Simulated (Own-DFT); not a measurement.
# Point defects and the pressure they add: C40 NbSi2

No measurement is shown. These are fixed-geometry runs of a retired plane-wave code named Own-DFT, which no person has reviewed; spin and spin-orbit coupling are neglected.

Common settings: PBE; PseudoDojo norm-conserving scalar-relativistic files; cutoff 42 hartree; 4 x 4 x 5 k mesh centred on Gamma; cold (Marzari-Vanderbilt) smearing of 0.2 eV.

Known weak points: forces on such cells failed a check on a denser k mesh; stress not checked against mesh or cutoff.

All runs share one cell, with vectors in Å (0.000, 8.324, 0.000); (-9.613, 0.000, 0.000); (0.000, 0.000, 6.586) and a volume of 527.0 Å³. Atoms were moved at random from their sites; u is the rms move along one axis. The defect's site can differ from row to row.

| cell | formula | u (Å) | P (GPa) |
|---|---|---|---|
| no defect | Nb12Si24 | 0.0198 | 1.51 |
| no defect | Nb12Si24 | 0.0202 | 1.48 |
| no defect | Nb12Si24 | 0.0473 | 2.50 |
| two Si on a Nb site each | Nb10Si26 | 0.0301 | 1.64 |
| two Si on a Nb site each | Nb10Si26 | 0.0476 | 2.44 |
| two Si on a Nb site each | Nb10Si26 | 0.0544 | 2.63 |
| one Si vacancy | Nb12Si23 | 0.0274 | 0.86 |
| one Si vacancy | Nb12Si23 | 0.0312 | 1.16 |
| one Si vacancy | Nb12Si23 | 0.0513 | 1.84 |
| one Si vacancy | Nb12Si23 | 0.0527 | ? |
| two Nb on a Si site each | Nb14Si22 | 0.0296 | 7.46 |
| two Nb on a Si site each | Nb14Si22 | 0.0470 | 8.13 |
| two Nb on a Si site each | Nb14Si22 | 0.0480 | 8.27 |
| two Nb vacancies | Nb10Si24 | 0.0302 | -0.12 |
| two Nb vacancies | Nb10Si24 | 0.0466 | 0.23 |
| two Nb vacancies | Nb10Si24 | 0.0471 | 0.70 |

## Worked fit

P = P0 + c u² + a shift for each defect gives P0 = 1.32 GPa, c = 507 ± 43 GPa/Å² and a scatter of 0.13 GPa. The shifts, and each times the cell's volume:

- two Nb on a Si site each: 5.73 ± 0.11 GPa, 18.8 eV (9.4 eV for each of its 2 sites)
- two Si on a Nb site each: -0.11 ± 0.11 GPa, -0.4 eV (-0.2 eV for each of its 2 sites) (not resolved)
- one Si vacancy: -0.76 ± 0.11 GPa, -2.5 eV
- two Nb vacancies: -1.94 ± 0.11 GPa, -6.4 eV (-3.2 eV for each of its 2 sites)

Positive is outwards. The product with the volume (160.2 GPa Å³ to the eV) is nearly free of the cell's size; divided by the bulk modulus at the cell's pressure it gives the volume that the defect adds. The atoms around the defects weren't relaxed, which would change these numbers.

## Withheld run

Q: what pressure belongs in the blank (one Si vacancy, u = 0.0527 Å)?

The fitted form gives 1.96 ± 0.16 GPa. The run itself gave 1.87 GPa.
